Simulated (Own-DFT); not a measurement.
## Calculated data, Si₂₃GeO₄₈ (quartz with substituted atoms, atoms displaced)

A calculation, not a measurement: plane-wave PBE and HSE06 DFT by an unreviewed code, no spin, of a simulated cell at Gamma alone, so results move with cell size and shape, stress positive in tension, energies less offsets, not probed for a lower state with spin; oxygen file: force components 24 meV/angstrom off all-electron in a glass; k mesh not checked against a denser one; forces and stress are PBE's, HSE06 gives the energy alone, and its difference from PBE has offsets of its own; offsets are fitted by least squares, one for each functional and potential file, so energies compare only between cells with the same atoms and settings and are not formation energies; the far tail of each file's local potential was reset to the Coulomb form; each entry is a single point on an unrelaxed cell, so the pressure reflects the starting lattice, mostly measured values (interpolated for alloys), from which strain is counted, and rises with the displacements; printed positions are rounded, which can move forces by about a meV/angstrom; the program, named Own-DFT, is a retired in-house code; no spin-orbit coupling. Program: Own-DFT development build.

Common to all runs: first functional PBE; second functional HSE06; exact exchange share 0.25; screening 0.11 1/bohr; exchange divergence Gygi-Baldereschi; potential files PseudoDojo norm-conserving, scalar-relativistic, made for PBE, standard set; wave cutoff 48 hartree; occupations fixed; k mesh 1 x 1 x 1 centred on Gamma.

```json
{"entry": 1, "formula": "Si23GeO48", "kind": "quartz with substituted atoms, atoms displaced", "structure": {"cell_angstrom": [[9.8268, 0.0, 0.0], [-4.9134, 8.5103, 0.0], [0.0, 0.0, 10.8104]], "atoms_fractional": [["Si", 0.2165, 0.98859, 0.99763], ["Si", 0.01174, 0.23759, 0.33223], ["Si", 0.27744, 0.27447, 0.16176], ["O", 0.18271, 0.11629, 0.06336], ["O", 0.4139, 0.2844, 0.22749], ["O", 0.35548, 0.06579, 0.39707], ["O", 0.08221, 0.37375, 0.42935], ["O", 0.1272, 0.18803, 0.27233], ["O", 0.30935, 0.45032, 0.12058], ["Si", 0.2437, 0.00751, 0.50185], ["Si", 0.99255, 0.23164, 0.8326], ["Si", 0.25953, 0.26681, 0.6644], ["O", 0.20061, 0.13955, 0.55518], ["O", 0.43215, 0.30931, 0.72852], ["O", 0.37206, 0.07285, 0.90386], ["O", 0.07901, 0.36719, 0.93896], ["O", 0.15253, 0.21685, 0.7821], ["O", 0.30335, 0.43367, 0.61143], ["Si", 0.23079, 0.51353, 0.99902], ["Si", 0.9978, 0.74113, 0.33732], ["Si", 0.26951, 0.75418, 0.16534], ["O", 0.20333, 0.63269, 0.06115], ["O", 0.43347, 0.80116, 0.23105], ["O", 0.36255, 0.55798, 0.37732], ["O", 0.07813, 0.88461, 0.43718], ["O", 0.13633, 0.71231, 0.26948], ["O", 0.29263, 0.92381, 0.11302], ["Si", 0.22199, 0.49495, 0.49413], ["Si", 0.00419, 0.73686, 0.82883], ["Si", 0.25376, 0.75789, 0.65541], ["O", 0.21129, 0.62776, 0.5711], ["O", 0.41717, 0.78263, 0.72406], ["O", 0.3679, 0.57363, 0.88765], ["O", 0.06244, 0.862, 0.94341], ["O", 0.1211, 0.69811, 0.76974], ["O", 0.30058, 0.93403, 0.62141], ["Si", 0.72964, 0.99818, 0.99434], ["Si", 0.48422, 0.22144, 0.33017], ["Si", 0.75966, 0.24407, 0.16936], ["O", 0.70524, 0.14934, 0.0522], ["O", 0.93169, 0.28997, 0.22382], ["O", 0.87234, 0.06457, 0.38854], ["O", 0.56736, 0.34378, 0.42983], ["O", 0.63991, 0.20499, 0.25832], ["O", 0.80059, 0.43317, 0.10681], ["Si", 0.72529, 0.99625, 0.49201], ["Ge", 0.48688, 0.22829, 0.83539], ["Si", 0.77129, 0.26074, 0.66505], ["O", 0.70486, 0.12189, 0.552], ["O", 0.94096, 0.30232, 0.72933], ["O", 0.86262, 0.06961, 0.89349], ["O", 0.57292, 0.36724, 0.94243], ["O", 0.65018, 0.21314, 0.76857], ["O", 0.80197, 0.44874, 0.60521], ["Si", 0.73732, 0.50837, 0.00463], ["Si", 0.50422, 0.73474, 0.32488], ["Si", 0.77409, 0.76731, 0.17132], ["O", 0.7089, 0.62797, 0.06398], ["O", 0.91755, 0.79782, 0.22307], ["O", 0.87938, 0.57091, 0.3932], ["O", 0.56169, 0.86643, 0.43882], ["O", 0.64099, 0.70045, 0.26966], ["O", 0.80144, 0.94513, 0.09943], ["Si", 0.72894, 0.4931, 0.49587], ["Si", 0.49362, 0.73984, 0.82923], ["Si", 0.77248, 0.77579, 0.67442], ["O", 0.68602, 0.62632, 0.5583], ["O", 0.93822, 0.80357, 0.72337], ["O", 0.85558, 0.56284, 0.89465], ["O", 0.58309, 0.86499, 0.94955], ["O", 0.62973, 0.70377, 0.75445], ["O", 0.78771, 0.91514, 0.60779]]}, "results": {"PBE_energy_of_cell_above_offsets [eV]": "-7.770", "HSE06_less_PBE_above_offsets [eV]": "0.517", "PBE_pressure [GPa]": 10.96, "PBE_stress_xx [GPa]": -10.65, "PBE_stress_yy [GPa]": -9.52, "PBE_stress_zz [GPa]": -12.71, "PBE_stress_yz [GPa]": -2.07, "PBE_stress_xz [GPa]": 0.27, "PBE_stress_xy [GPa]": -2.57, "force_element": ["Si", "Si", "Si", "O", "O", "O", "O", "O", "O", "Si", "Si", "Si", "O", "O", "O", "O", "O", "O", "Si", "Si", "Si", "O", "O", "O", "O", "O", "O", "Si", "Si", "Si", "O", "O", "O", "O", "O", "O", "Si", "Si", "Si", "O", "O", "O", "O", "O", "O", "Si", "Ge", "Si", "O", "O", "O", "O", "O", "O", "Si", "Si", "Si", "O", "O", "O", "O", "O", "O", "Si", "Si", "Si", "O", "O", "O", "O", "O", "O"], "force_x [eV/angstrom]": [4.615, -1.69, -8.09, 0.511, 5.564, 4.136, -3.915, 2.026, -0.985, -4.604, 5.139, 2.749, 1.096, -2.463, -2.855, -0.622, -3.815, -2.791, 6.288, 1.601, -3.016, -2.784, -0.968, -1.055, -0.221, -1.259, -0.679, 8.58, -4.644, 0.375, -0.387, -2.422, -1.258, -1.574, 4.001, -1.501, 1.263, 3.695, 5.858, 1.652, 0.182, -1.233, 1.379, -10.56, 0.816, 6.646, 4.585, -0.099, -2.859, -2.764, 1.071, -0.097, -2.057, 3.18, 2.777, 1.74, -10.21, -4.032, 12.48, -1.568, -0.176, -3.427, 2.258, -2.724, 4.597, 3.399, 2.31, 0.021, 2.703, -5.228, -5.652, -3.007], "force_y [eV/angstrom]": [3.258, -3.777, -2.388, 2.395, 0.48, 1.559, -3.024, 1.605, -0.907, -2.08, -0.186, 1.143, -1.09, 0.393, -7.97, -0.141, -1.415, 1.592, -5.832, 0.421, 5.176, 1.44, 0.502, 1.397, -1.628, -0.368, -0.141, 4.031, -2.826, 4.991, -4.956, 1.568, -0.259, -2.781, -0.268, 1.111, 6.845, -1.261, 9.28, -5.316, -0.178, 0.396, 4.253, -3.432, -1.741, -3.326, 4.865, 2.924, 5.878, 0.698, 1.135, 2.226, -1.507, -4.635, -6.783, -2.757, 0.346, 5.559, 1.946, -0.288, -1.585, -0.156, -3.49, 2.606, -1.08, -4.693, -0.473, 0.28, 4.07, -6.797, -1.3, 6.468], "force_z [eV/angstrom]": [3.883, -2.479, -2.508, 0.432, 2.039, -4.556, -0.505, -1.23, -1.876, 5.415, 2.819, 0.706, -0.403, -3.795, 3.467, 0.376, 1.847, -2.95, -2.324, -2.137, 2.627, -0.383, -2.372, 1.497, -0.003, 1.478, -1.756, 2.742, 3.015, 7.771, -5.879, -1.809, 1.715, -2.034, -2.015, -2.432, 3.976, -3.663, -5.322, -5.214, 0.357, 1.127, 3.693, 9.664, 1.453, -0.801, -2.57, -2.783, 3.692, -3.923, -2.47, 2.581, 1.929, 2.715, -0.877, 3.153, -8.771, 2.786, 6.404, 0.497, -1.226, 2.432, 3.637, -0.982, 1.23, -3.713, -0.853, 0.01, -3.76, -4.713, 6.292, -4.368]}}
{"entry": 2, "formula": "Si23GeO48", "kind": "quartz with substituted atoms, atoms displaced", "structure": {"cell_angstrom": [[9.8268, 0.0, 0.0], [-4.9134, 8.5103, 0.0], [0.0, 0.0, 10.8104]], "atoms_fractional": [["Si", 0.23669, 0.0012, 0.99582], ["Ge", 0.99995, 0.23426, 0.33321], ["Si", 0.25704, 0.27628, 0.16511], ["O", 0.19135, 0.11404, 0.0617], ["O", 0.4218, 0.28845, 0.221], ["O", 0.37418, 0.07494, 0.39834], ["O", 0.07067, 0.37237, 0.46027], ["O", 0.14262, 0.21965, 0.27264], ["O", 0.29, 0.43781, 0.10723], ["Si", 0.22949, 0.00219, 0.49106], ["Si", 0.9979, 0.22843, 0.84015], ["Si", 0.27036, 0.26101, 0.66115], ["O", 0.21031, 0.13587, 0.56182], ["O", 0.43264, 0.29235, 0.73144], ["O", 0.36106, 0.07513, 0.89279], ["O", 0.07868, 0.37336, 0.93402], ["O", 0.14112, 0.21056, 0.77639], ["O", 0.29963, 0.43083, 0.59967], ["Si", 0.22857, 0.48234, 0.99469], ["Si", 0.00488, 0.73952, 0.34517], ["Si", 0.25661, 0.7623, 0.16484], ["O", 0.21091, 0.6293, 0.05478], ["O", 0.43015, 0.79096, 0.22408], ["O", 0.37808, 0.57776, 0.38806], ["O", 0.07008, 0.87042, 0.44599], ["O", 0.13578, 0.70433, 0.26862], ["O", 0.29125, 0.93053, 0.10275], ["Si", 0.24846, 0.5154, 0.50559], ["Si", 0.00325, 0.73103, 0.84266], ["Si", 0.25634, 0.77679, 0.66628], ["O", 0.20267, 0.63343, 0.55656], ["O", 0.43988, 0.79807, 0.74947], ["O", 0.36885, 0.57241, 0.90014], ["O", 0.08236, 0.87924, 0.94567], ["O", 0.14032, 0.70896, 0.77113], ["O", 0.30949, 0.93329, 0.61926], ["Si", 0.72822, 0.00593, 0.98397], ["Si", 0.50902, 0.25226, 0.33477], ["Si", 0.77638, 0.25757, 0.16768], ["O", 0.70617, 0.12405, 0.05705], ["O", 0.93647, 0.29695, 0.22201], ["O", 0.86924, 0.0718, 0.38626], ["O", 0.55979, 0.36285, 0.44048], ["O", 0.62903, 0.20543, 0.26586], ["O", 0.77895, 0.4099, 0.12489], ["Si", 0.73704, 0.01402, 0.50229], ["Si", 0.50256, 0.23032, 0.8311], ["Si", 0.75772, 0.26758, 0.6667], ["O", 0.72136, 0.1468, 0.56048], ["O", 0.91336, 0.28957, 0.72543], ["O", 0.87865, 0.08572, 0.88706], ["O", 0.56033, 0.35968, 0.931], ["O", 0.63341, 0.20297, 0.77464], ["O", 0.80281, 0.44504, 0.61383], ["Si", 0.73481, 0.49892, 0.99588], ["Si", 0.50513, 0.74443, 0.33503], ["Si", 0.7584, 0.75157, 0.16652], ["O", 0.69602, 0.62881, 0.05518], ["O", 0.95055, 0.79962, 0.21652], ["O", 0.87817, 0.59749, 0.40545], ["O", 0.57151, 0.86158, 0.44444], ["O", 0.62846, 0.7062, 0.27689], ["O", 0.77859, 0.92316, 0.10621], ["Si", 0.73897, 0.51555, 0.50154], ["Si", 0.49408, 0.72625, 0.83866], ["Si", 0.76475, 0.75218, 0.67383], ["O", 0.69125, 0.62682, 0.57373], ["O", 0.9305, 0.78109, 0.72106], ["O", 0.85811, 0.55372, 0.89782], ["O", 0.59506, 0.86662, 0.93981], ["O", 0.63497, 0.70162, 0.77182], ["O", 0.7908, 0.93373, 0.60659]]}, "results": {"PBE_energy_of_cell_above_offsets [eV]": "-6.870", "HSE06_less_PBE_above_offsets [eV]": "0.170", "PBE_pressure [GPa]": 13.43, "PBE_stress_xx [GPa]": -9.85, "PBE_stress_yy [GPa]": -17.03, "PBE_stress_zz [GPa]": -13.42, "PBE_stress_yz [GPa]": 0.31, "PBE_stress_xz [GPa]": 2.81, "PBE_stress_xy [GPa]": -3.2, "force_element": ["Si", "Ge", "Si", "O", "O", "O", "O", "O", "O", "Si", "Si", "Si", "O", "O", "O", "O", "O", "O", "Si", "Si", "Si", "O", "O", "O", "O", "O", "O", "Si", "Si", "Si", "O", "O", "O", "O", "O", "O", "Si", "Si", "Si", "O", "O", "O", "O", "O", "O", "Si", "Si", "Si", "O", "O", "O", "O", "O", "O", "Si", "Si", "Si", "O", "O", "O", "O", "O", "O", "Si", "Si", "Si", "O", "O", "O", "O", "O", "O"], "force_x [eV/angstrom]": [2.163, 1.264, 5.872, -2.455, -0.755, -0.09, 0.313, 2.28, 2.519, 4.363, 3.402, -1.123, -0.094, -2.499, 2.068, -3.887, -0.221, 2.715, 0.03, 2.658, 4.707, -0.986, -2.423, -1.896, -1.121, -3.653, 2.051, 0.189, -0.136, 7.994, -1.842, -8.389, 0.687, -4.467, -3.853, -3.732, 8.582, -0.174, -4.493, -2.402, -1.039, -3.326, 2.18, 0.62, -2.176, 2.597, -1.377, 1.312, -2.655, 3.535, -4.741, 2.078, 0.334, -0.94, -4.096, -1.366, 0.0, 0.978, -2.803, -2.103, 0.378, 3.951, 1.419, -1.107, 6.452, -1.87, 0.01, 1.374, 4.494, -5.105, -2.005, 1.831], "force_y [eV/angstrom]": [2.974, 5.619, -3.132, 5.346, 0.64, 0.629, -0.201, -1.684, -1.911, 2.719, 10.69, 4.751, -3.143, 0.509, 0.415, -3.964, 0.277, -2.115, 8.109, 3.234, 1.512, 0.499, 0.599, -1.954, -0.225, -1.001, -2.085, -2.529, 0.489, -6.804, 4.385, 2.849, -1.943, -7.906, -1.927, 7.855, 2.277, -6.484, -2.212, 4.263, 2.241, -6.681, 6.729, -0.415, 4.655, -4.731, -1.761, 2.951, 0.828, 0.171, -11.14, 4.09, -1.112, -1.066, -5.267, -0.892, 5.295, -1.389, -1.538, -5.251, 3.587, -0.539, -0.938, -3.793, -0.493, 6.178, -2.348, 0.006, 4.367, -8.082, -0.818, -2.265], "force_z [eV/angstrom]": [3.439, 4.897, -2.863, 2.598, 0.0, -0.746, -1.376, 1.009, 2.875, 3.41, -9.083, 4.431, -3.082, -3.518, -2.243, -1.873, -0.543, 2.971, 1.062, -8.64, -3.391, 0.282, -1.292, 2.181, 0.74, 4.708, 1.887, -4.428, -0.539, 0.314, 2.715, -7.808, -0.193, -4.869, 4.504, -5.314, 4.637, -6.187, -0.681, 2.032, -3.26, 3.628, 5.501, 1.499, -4.489, -2.047, 0.656, 0.217, -1.359, 2.7, 5.453, 3.818, 0.19, -0.998, 5.903, -1.469, 0.425, -0.721, 0.938, 1.773, 2.309, -1.352, 0.164, 1.777, 3.198, -0.4, -3.908, 1.712, -4.334, -4.184, 3.079, 1.558]}}
{"entry": 3, "formula": "Si23GeO48", "kind": "quartz with substituted atoms, atoms displaced", "structure": {"cell_angstrom": [[9.8268, 0.0, 0.0], [-4.9134, 8.5103, 0.0], [0.0, 0.0, 10.8104]], "atoms_fractional": [["Si", 0.23195, 0.99812, 0.99893], ["Si", 0.99513, 0.22345, 0.32728], ["Si", 0.2672, 0.26134, 0.16614], ["O", 0.20066, 0.13658, 0.06405], ["O", 0.43232, 0.28414, 0.23381], ["O", 0.37134, 0.07301, 0.39355], ["O", 0.06881, 0.37075, 0.44576], ["O", 0.12296, 0.18729, 0.28365], ["O", 0.29658, 0.42694, 0.10527], ["Si", 0.24361, 0.99754, 0.49876], ["Si", 0.99582, 0.22648, 0.83244], ["Si", 0.25186, 0.25872, 0.66882], ["O", 0.18941, 0.12832, 0.56473], ["O", 0.435, 0.28636, 0.72735], ["O", 0.37666, 0.07632, 0.88824], ["O", 0.08614, 0.36791, 0.94495], ["O", 0.14464, 0.19855, 0.77247], ["O", 0.29194, 0.43103, 0.60828], ["Si", 0.2429, 0.50944, 0.99973], ["Si", 0.98011, 0.72701, 0.33234], ["Si", 0.27528, 0.77746, 0.16586], ["O", 0.19871, 0.64028, 0.05852], ["O", 0.42652, 0.78466, 0.23427], ["O", 0.37051, 0.58416, 0.38732], ["O", 0.06023, 0.86084, 0.44532], ["O", 0.1456, 0.72985, 0.25381], ["O", 0.30944, 0.95348, 0.11971], ["Si", 0.22244, 0.49952, 0.50421], ["Si", 0.00646, 0.73732, 0.83048], ["Si", 0.26522, 0.75552, 0.66541], ["O", 0.20625, 0.63112, 0.56257], ["O", 0.42101, 0.7973, 0.73703], ["O", 0.3709, 0.5767, 0.90449], ["O", 0.08286, 0.87324, 0.93573], ["O", 0.14375, 0.71807, 0.78201], ["O", 0.29774, 0.91762, 0.59865], ["Si", 0.73923, 0.00911, 0.01191], ["Si", 0.49281, 0.23143, 0.34962], ["Si", 0.76858, 0.27077, 0.16633], ["O", 0.69308, 0.13209, 0.06964], ["O", 0.92358, 0.28719, 0.22756], ["O", 0.87454, 0.08338, 0.3926], ["O", 0.57964, 0.3779, 0.43836], ["O", 0.64295, 0.20733, 0.25811], ["O", 0.79859, 0.42648, 0.11813], ["Ge", 0.73897, 0.00195, 0.49], ["Si", 0.50699, 0.23294, 0.83532], ["Si", 0.76691, 0.25501, 0.66973], ["O", 0.70543, 0.1222, 0.56556], ["O", 0.91592, 0.29621, 0.72841], ["O", 0.88124, 0.0825, 0.89197], ["O", 0.57342, 0.37554, 0.94499], ["O", 0.63697, 0.20823, 0.79418], ["O", 0.79136, 0.43472, 0.60398], ["Si", 0.73526, 0.50011, 0.00247], ["Si", 0.51138, 0.73737, 0.34042], ["Si", 0.77605, 0.76969, 0.16102], ["O", 0.70772, 0.63111, 0.05932], ["O", 0.91387, 0.78255, 0.23704], ["O", 0.85217, 0.57618, 0.3925], ["O", 0.57475, 0.86178, 0.43843], ["O", 0.63189, 0.70332, 0.27311], ["O", 0.78659, 0.92018, 0.10539], ["Si", 0.73274, 0.49619, 0.50167], ["Si", 0.49084, 0.73865, 0.84189], ["Si", 0.77484, 0.7689, 0.65892], ["O", 0.70294, 0.63552, 0.57743], ["O", 0.92565, 0.79615, 0.73867], ["O", 0.8509, 0.57551, 0.88126], ["O", 0.58244, 0.88548, 0.93252], ["O", 0.6355, 0.70871, 0.77326], ["O", 0.80394, 0.93939, 0.61065]]}, "results": {"PBE_energy_of_cell_above_offsets [eV]": "-6.704", "HSE06_less_PBE_above_offsets [eV]": "-0.015", "PBE_pressure [GPa]": 14.72, "PBE_stress_xx [GPa]": -11.87, "PBE_stress_yy [GPa]": -17.67, "PBE_stress_zz [GPa]": -14.61, "PBE_stress_yz [GPa]": 1.85, "PBE_stress_xz [GPa]": -0.44, "PBE_stress_xy [GPa]": -3.84, "force_element": ["Si", "Si", "Si", "O", "O", "O", "O", "O", "O", "Si", "Si", "Si", "O", "O", "O", "O", "O", "O", "Si", "Si", "Si", "O", "O", "O", "O", "O", "O", "Si", "Si", "Si", "O", "O", "O", "O", "O", "O", "Si", "Si", "Si", "O", "O", "O", "O", "O", "O", "Ge", "Si", "Si", "O", "O", "O", "O", "O", "O", "Si", "Si", "Si", "O", "O", "O", "O", "O", "O", "Si", "Si", "Si", "O", "O", "O", "O", "O", "O"], "force_x [eV/angstrom]": [3.886, 0.662, -0.042, 0.75, -3.259, -0.632, -1.537, 4.075, 0.445, -5.806, 4.047, 7.98, 2.698, -3.292, -2.88, -1.588, -7.931, 0.264, -3.421, 9.237, 4.439, 1.616, -0.937, -2.728, 1.668, -8.515, -0.183, 6.097, -2.543, -1.641, -2.411, 0.058, 2.661, -1.89, 2.266, 0.5, -1.908, 5.113, 3.825, 1.943, 1.387, 1.735, -2.344, -7.93, -2.245, 1.123, -4.875, -9.249, -4.646, 8.757, -3.832, -0.686, 7.918, 3.915, 2.193, -1.645, -4.311, -0.642, -2.006, 0.763, -2.564, 3.313, 1.037, -2.55, 6.014, -2.474, 1.511, -0.451, 1.591, 0.202, -2.136, 2.043], "force_y [eV/angstrom]": [4.345, 7.539, 2.601, -3.388, 0.503, -4.103, -3.149, 0.911, -0.468, -0.999, 8.531, 4.957, -2.562, 0.453, -3.94, -2.296, -2.069, -1.1, -1.575, 2.189, 1.788, -0.412, 1.442, -4.699, 0.621, -2.934, -0.591, -0.91, -1.42, 2.94, 1.074, 0.171, 1.729, -2.068, -1.025, 0.037, 0.529, 4.251, -0.692, -1.918, 0.671, -2.622, -2.533, -2.622, 6.0, -2.93, 3.957, 0.674, 4.669, 1.285, -7.496, -2.364, -0.251, -4.499, -0.861, -2.472, -4.025, 2.086, 3.306, -1.769, 0.492, 0.618, 1.586, 4.372, 0.582, 6.244, -8.278, 1.471, 0.11, 0.684, 0.896, -1.271], "force_z [eV/angstrom]": [1.689, 0.246, 3.688, -3.201, -1.816, 1.671, -2.706, -2.829, 1.408, 1.417, -2.326, -5.103, -2.836, -2.636, 3.414, -2.704, 7.638, 0.871, 4.869, 3.349, -3.271, -1.012, -1.975, 4.041, -0.349, 7.539, -1.887, -3.433, 2.174, 2.508, 0.066, -1.06, -3.233, -0.153, -1.853, 0.611, -4.587, -6.05, -1.064, -2.963, -0.706, -2.073, -0.379, 9.248, -4.138, 3.686, 2.172, -1.78, 2.77, 4.079, 5.491, -0.824, -4.77, 4.15, -0.631, -4.86, 1.334, 1.261, -4.6, -0.231, 2.082, -1.893, 0.665, 1.426, -2.102, 8.498, -8.172, -2.518, 1.139, 1.598, 0.646, 1.274]}}
```
